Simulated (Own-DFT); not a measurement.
# A change of arrangement and its cost: C34N2Si36, 72 atoms

Calculated results; nothing here was measured. The program, named Own-DFT, is a retired in-house plane-wave density functional code that no person has reviewed. Each row is one single-point run on a periodic cell that was not relaxed, without spin or spin-orbit coupling.

Settings of every run: PBE; PseudoDojo norm-conserving scalar-relativistic files; cutoff 42 hartree; 4 x 4 x 3 k mesh centred on Gamma; Fermi-Dirac smearing of 0.1 eV.

Known limits: not probed for a lower state with spin; forces on such cells passed a denser k mesh, each cell not checked; stress not checked against mesh or cutoff.

All cells hold the same atoms in the same cell, with vectors in Å (9.248, 0.000, 0.000); (-4.624, 8.009, 0.000); (0.000, 0.000, 10.068). Every atom was moved at random from its ideal site; u is the rms move along one axis. The defect's site can differ from row to row. E is the free energy of the cell above the lowest run. The arrangements:

- A: 4H SiC, with two N on a C site each, 3.1 Å apart
- B: 2H SiC, with two N on a C site each, 3.1 Å apart

| arrangement | u (Å) | E (eV) | P (GPa) |
|---|---|---|---|
| A | 0.0282 | 0.000 | 2.64 |
| A | 0.0300 | 0.204 | 2.65 |
| A | 0.0307 | 0.255 | 2.82 |
| A | 0.0444 | 3.939 | 3.86 |
| A | 0.0481 | 3.994 | 3.90 |
| A | 0.0497 | 4.609 | 4.32 |
| B | 0.0284 | 0.682 | 2.85 |
| B | 0.0291 | 0.555 | 2.78 |
| B | 0.0305 | 1.069 | 2.95 |
| B | 0.0473 | 4.533 | 4.08 |
| B | 0.0489 | 4.506 | 4.17 |
| B | 0.0493 | 5.005 | 4.42 |

Question: once the cost of the random moves is taken out, how do the arrangements rank?

## Worked answer

Fit E = a + b u², with one b for all and one a for each arrangement, and with residuals divided by u², since the noise grows with the moves. Then b = 2768 eV/Å², the scatter at u = 0.04 Å is 0.27 eV, and against A:

- B: 0.59 ± 0.11 eV (higher)

These are energies of unrelaxed cells. Relaxing the atoms lowers the strained arrangements most, so the gaps would shrink and small ones could change sign.
